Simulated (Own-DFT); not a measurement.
# Response to strain: diamond-structure SiGeSn with randomly placed atoms, 64 atoms (Ge52Si8Sn4)

All numbers below are calculated, not measured. The program, named Own-DFT, is a retired in-house plane-wave density functional code that no person has reviewed. Each row is one single-point run on a periodic cell that was not relaxed, without spin or spin-orbit coupling.

Settings of every run: PBE; PseudoDojo norm-conserving scalar-relativistic files; cutoff 49 hartree; 3 x 3 x 3 k mesh centred on Gamma; Fermi-Dirac smearing of 0.1 eV.

Known limits: forces on such cells moved up to 12 meV/angstrom on a denser k mesh; stress not checked against mesh or cutoff.

Unstrained cell vectors in Å: (11.363, 0.000, 0.000); (0.000, 11.363, 0.000); (0.000, 0.000, 11.363). The unstrained cell has measured lattice constants (interpolated for alloys), not those of this functional. That, the random moves and any unrelaxed bonds set the pressure at no strain. Each run strains this cell uniformly, with the atoms carried along. Every atom was also moved at random, by a Gaussian of width 0.05 Å on each axis. The random placing of the alloy's atoms differs from row to row. Strain is the symmetric tensor, in per cent. Stress is positive in tension, and the pressure is minus a third of its trace.

```
run  e_xx (%)  e_yy (%)  e_zz (%)  s_xx (GPa)  s_yy (GPa)  s_zz (GPa)  P (GPa)  E (meV/atom)
  1     -2.75     -2.75      0.00       -9.93       -9.93       -8.02     9.30          74.1
  2      2.25      2.25      0.00       -1.07       -1.07       -2.47     1.54          21.8
  3     -1.75     -1.75      0.00       -8.31       -8.30       -6.94     7.85          76.2
  4     -2.50     -2.50      0.00       -9.41       -9.58       -7.82     8.93          77.7
  5     -2.25     -2.25      0.00       -8.98       -8.94       -7.46     8.46          68.4
  6      1.25      1.25      0.00       -2.40       -2.47       -3.30     2.72          11.8
  7      2.50      2.50      0.00       -0.79       -0.87       -2.19     1.28          22.0
  8      3.00      3.00      0.00        0.27        0.19       -1.58     0.37           0.0
  9      1.50      1.50      0.00           ?           ?           ?        ?             ?
```

E is the free energy for each atom above the lowest run shown.

## Worked fit

The change of volume is close to e_xx + e_yy + e_zz. A straight line through the runs shown gives P = 5.05 - 78 x (fractional change of volume) GPa, with an error of 1 on the slope and a scatter of 0.18 GPa. The strain isn't the same on all axes, but the crystal is cubic, so the slope still estimates the bulk modulus, averaged over pressures from 0.4 to 9.3 GPa.

## Withheld run

Question: what pressure should run 9 give? Its volume changes by 3.02 %.

The line gives 2.7 GPa. The calculation gave 2.32 GPa.
